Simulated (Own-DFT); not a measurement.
# Which defects push the lattice out? grey tin

Everything here is calculated. The program is Own-DFT (plane waves, in-house, since retired, never reviewed by a person); positions were held fixed, and spin and spin-orbit coupling were off.

Settings: PBE; PseudoDojo norm-conserving scalar-relativistic files; cutoff 42 hartree; 3 x 3 x 3 k mesh centred on Gamma; cold (Marzari-Vanderbilt) smearing of 0.2 eV.

Limits (not all hold for every row): not probed for a lower state with spin; forces on such cells moved up to 12 meV/angstrom on a denser k mesh; stress not checked against mesh or cutoff.

All runs share one cell, with vectors in Å (12.978, 0.000, 0.000); (0.000, 12.978, 0.000); (0.000, 0.000, 12.978) and a volume of 2185.9 Å³. u is the rms random offset of the atoms per axis. The defect's site can differ from row to row.

| cell | formula | u (Å) | P (GPa) |
|---|---|---|---|
| no defect | Sn64 | 0.0206 | 3.38 |
| no defect | Sn64 | 0.0469 | 3.60 |
| no defect | Sn64 | 0.0564 | 3.68 |
| two Sn vacancies | Sn62 | 0.0279 | 3.10 |
| two Sn vacancies | Sn62 | 0.0325 | ? |
| two Sn vacancies | Sn62 | 0.0443 | 3.32 |
| two Sn vacancies | Sn62 | 0.0494 | 3.20 |
| one Sn vacancy | Sn63 | 0.0311 | 3.26 |
| one Sn vacancy | Sn63 | 0.0495 | 3.34 |
| one Sn vacancy | Sn63 | 0.0526 | 3.44 |

## Working it out

P = P0 + c u² + a shift for each defect gives P0 = 3.36 GPa, c = 99 ± 23 GPa/Å² and a scatter of 0.06 GPa. The shifts, and each times the cell's volume:

- one Sn vacancy: -0.22 ± 0.05 GPa, -3.0 eV
- two Sn vacancies: -0.33 ± 0.05 GPa, -4.5 eV (-2.2 eV for each of its 2 sites)

Against the defect-free cell, a freed cell would be larger where the shift is positive and smaller where it is negative (160.2 GPa Å³ is 1 eV). The atoms around the defects weren't relaxed, which would change these numbers.

## Prediction

Q: what pressure belongs in the blank (two Sn vacancies, u = 0.0325 Å)?

Estimate: 3.14 ± 0.07 GPa. DFT gave 3.16 GPa.
